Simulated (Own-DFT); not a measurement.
# Strain and stress in wurtzite AlN, 128 atoms (Al64N64)

All numbers below are calculated, not measured. The program, named Own-DFT, is a retired in-house plane-wave density functional code that no person has reviewed. Each row is one single-point run on a periodic cell that was not relaxed, without spin or spin-orbit coupling.

Settings of every run: PBE; PseudoDojo norm-conserving scalar-relativistic files; cutoff 42 hartree; 3 x 3 x 3 k mesh centred on Gamma; Gaussian smearing of 0.01 eV.

Known limits: k mesh not checked against a denser one; stress not checked against mesh or cutoff.

Unstrained cell vectors in Å: (12.448, 0.000, 0.000); (-6.224, 10.780, 0.000); (0.000, 0.000, 9.964). The unstrained cell has measured lattice constants (interpolated for alloys), not those of this functional. That, the random moves and any unrelaxed bonds set the pressure at no strain. Each run strains this cell uniformly, with the atoms carried along. Every atom was also moved at random, by a Gaussian of width 0.05 Å on each axis. Strain is the symmetric tensor, in per cent. Stress is positive in tension, and the pressure is minus a third of its trace.

| run | e_xx (%) | e_yy (%) | e_zz (%) | e_yz (%) | e_xz (%) | e_xy (%) | s_xx (GPa) | s_yy (GPa) | s_zz (GPa) | s_yz (GPa) | s_xz (GPa) | s_xy (GPa) | P (GPa) | E (meV/atom) |
|---|---|---|---|---|---|---|---|---|---|---|---|---|---|---|
| 1 | 1.81 | -0.56 | -1.23 | -0.10 | 1.98 | -0.30 | 1.37 | -6.83 | -10.87 | -0.23 | 4.67 | -1.12 | 5.45 | 13.0 |
| 2 | -1.46 | -1.02 | -1.43 | -1.18 | 1.81 | -1.84 | -16.08 | -16.75 | -11.77 | -3.42 | 5.23 | -7.61 | 14.87 | 52.3 |
| 3 | 0.89 | -1.70 | -0.44 | 0.40 | -0.57 | -0.31 | -4.56 | -13.37 | -8.52 | 1.76 | -1.92 | -1.83 | 8.82 | 32.1 |
| 4 | 0.95 | -0.81 | -1.81 | -1.29 | -0.43 | -1.27 | -4.11 | -12.47 | -12.28 | -3.58 | -1.62 | -4.76 | 9.62 | 41.1 |
| 5 | -0.06 | -1.22 | -0.35 | 0.27 | 1.25 | 1.74 | -5.78 | -12.70 | -10.84 | 1.59 | 3.05 | 6.00 | 9.78 | 36.1 |
| 6 | -1.44 | -1.92 | 1.54 | -1.36 | -1.18 | 1.28 | -15.52 | -16.43 | -0.44 | -4.13 | -3.11 | 4.53 | 10.80 | 47.6 |
| 7 | 0.98 | -1.38 | 0.75 | -1.82 | 0.19 | -1.19 | -1.34 | -10.82 | -3.49 | -4.31 | 1.12 | -4.43 | 5.22 | 20.2 |
| 8 | 0.09 | 1.03 | -0.07 | -0.26 | 0.51 | -0.12 | -3.51 | -1.52 | -4.48 | 0.08 | 1.62 | -1.44 | 3.17 | 0.0 |
| 9 | -0.28 | 0.42 | 1.86 | 1.70 | 0.93 | 0.28 | -4.34 | -3.68 | 2.79 | 4.14 | 2.64 | -0.44 | 1.74 | 13.0 |
| 10 | -1.89 | 1.67 | -0.61 | 1.72 | -0.32 | 0.22 | -14.78 | 0.15 | -9.72 | 4.83 | -0.75 | 1.41 | 8.12 | 32.4 |
| 11 | 0.12 | 0.83 | 1.34 | 1.75 | 1.96 | 1.24 | -3.56 | -0.62 | 0.94 | 4.18 | 4.94 | 4.23 | 1.08 | 13.4 |
| 12 | -1.50 | 1.14 | 0.34 | 0.70 | 1.03 | 1.12 | -13.22 | -2.50 | -2.79 | 2.07 | 3.11 | 2.83 | 6.17 | 20.1 |
| 13 | 1.09 | -1.56 | -1.85 | 1.68 | 1.36 | 0.00 | -4.60 | -12.49 | -15.14 | 4.25 | 3.76 | 1.24 | 10.74 | 37.0 |
| 14 | -1.11 | 0.64 | 1.67 | 1.36 | -1.57 | -0.55 | -10.01 | -2.81 | 2.02 | 3.04 | -4.23 | -3.12 | 3.60 | 20.2 |
| 15 | -0.18 | -1.28 | 1.74 | -1.57 | 0.40 | 0.09 | -7.56 | -12.20 | 1.73 | -3.68 | 1.27 | 1.78 | 6.01 | 29.0 |
| 16 | -0.41 | -0.74 | -1.50 | 0.30 | -0.90 | 1.90 | ? | ? | ? | ? | ? | ? | ? | ? |

E is the free energy for each atom above the lowest run shown.

## Worked fit

Each stress component was fitted by least squares to a constant and the strains of the runs shown, as fractions, with shears doubled. Shear strains stay in the fit of a normal stress only where such slopes are resolved. The slopes, in GPa:

```
stress  at no strain  per e_xx  per e_yy  per e_zz  scatter
  s_xx          -6.1  537 ± 28  128 ± 25   93 ± 22     1.03
  s_yy          -6.2  163 ± 31  514 ± 28   91 ± 24     1.13
  s_zz          -5.6   33 ± 35   71 ± 32  442 ± 28     1.30
```

Each shear stress against twice its own strain: yz 122 ± 8, xz 139 ± 5, xy 191 ± 17 GPa. These are stiffnesses along x, y and z of the frame in which the cell vectors are given, which need not be the crystal's axes. The atoms are held to the strained lattice; where symmetry lets them move under strain, relaxing them would lower some slopes. The table should be nearly symmetric about its diagonal, and what it lacks of that shows the noise. A ninth of its sum, 230 ± 6 GPa, estimates the bulk modulus near the mean pressure of these runs, 7.0 GPa, so it lies above the value at zero pressure.

## Withheld run

Question: what normal stresses and pressure should run 16 give?

The fit gives s_xx = -10.6, s_yy = -12.1, s_zz = -12.9 and P = 11.9 GPa. The calculation gave -9.55, -12.83, -14.60 and P = 12.32 GPa.
